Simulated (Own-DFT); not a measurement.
# Point defects and the pressure they add: wurtzite GaN

Everything here is calculated. The program is Own-DFT (plane waves, in-house, since retired, never reviewed by a person); positions were held fixed, and spin and spin-orbit coupling were off.

Common settings: PBE; PseudoDojo norm-conserving scalar-relativistic files; cutoff 42 hartree; 4 x 4 x 3 k mesh centred on Gamma; Fermi-Dirac smearing of 0.1 eV.

Known weak points (not all hold for every row): not probed for a lower state with spin; forces not confirmed at this smearing and k mesh; stress not checked against mesh or cutoff.

All runs share one cell, with vectors in Å (9.567, 0.000, 0.000); (-4.784, 8.285, 0.000); (0.000, 0.000, 10.370) and a volume of 822.0 Å³. Atoms were moved at random from their sites; u is the rms move along one axis. The defect's site can differ from row to row.

```
cell,formula,u (Å),P (GPa)
no defect,Ga36N36,0.0205,5.97
no defect,Ga36N36,0.0478,7.36
no defect,Ga36N36,0.0531,7.96
one N on a Ga site,Ga35N37,0.0291,5.43
one N on a Ga site,Ga35N37,0.0300,5.42
one N on a Ga site,Ga35N37,0.0519,7.10
one Ga on an N site,Ga37N35,0.0310,12.23
one Ga on an N site,Ga37N35,0.0317,12.38
one Ga on an N site,Ga37N35,0.0478,13.66
one Ga on an N site,Ga37N35,0.0504,?
```

## Analysis

P = P0 + c u² + a shift for each defect gives P0 = 5.47 GPa, c = 887 ± 46 GPa/Å² and a scatter of 0.12 GPa. The shifts, and each times the cell's volume:

- one Ga on an N site: 6.03 ± 0.10 GPa, 30.9 eV
- one N on a Ga site: -0.79 ± 0.10 GPa, -4.1 eV

A positive shift means that the defect pushes the cell outwards. Shift times volume (160.2 GPa Å³ is 1 eV) depends little on the cell's size, so, taken for each site, it can be compared between cells at like pressure. The atoms around the defects weren't relaxed, which would change these numbers.

## Withheld run

Asked: what pressure belongs in the blank (one Ga on an N site, u = 0.0504 Å)?

The fit gives 13.75 ± 0.15 GPa. The run itself gave 13.54 GPa.
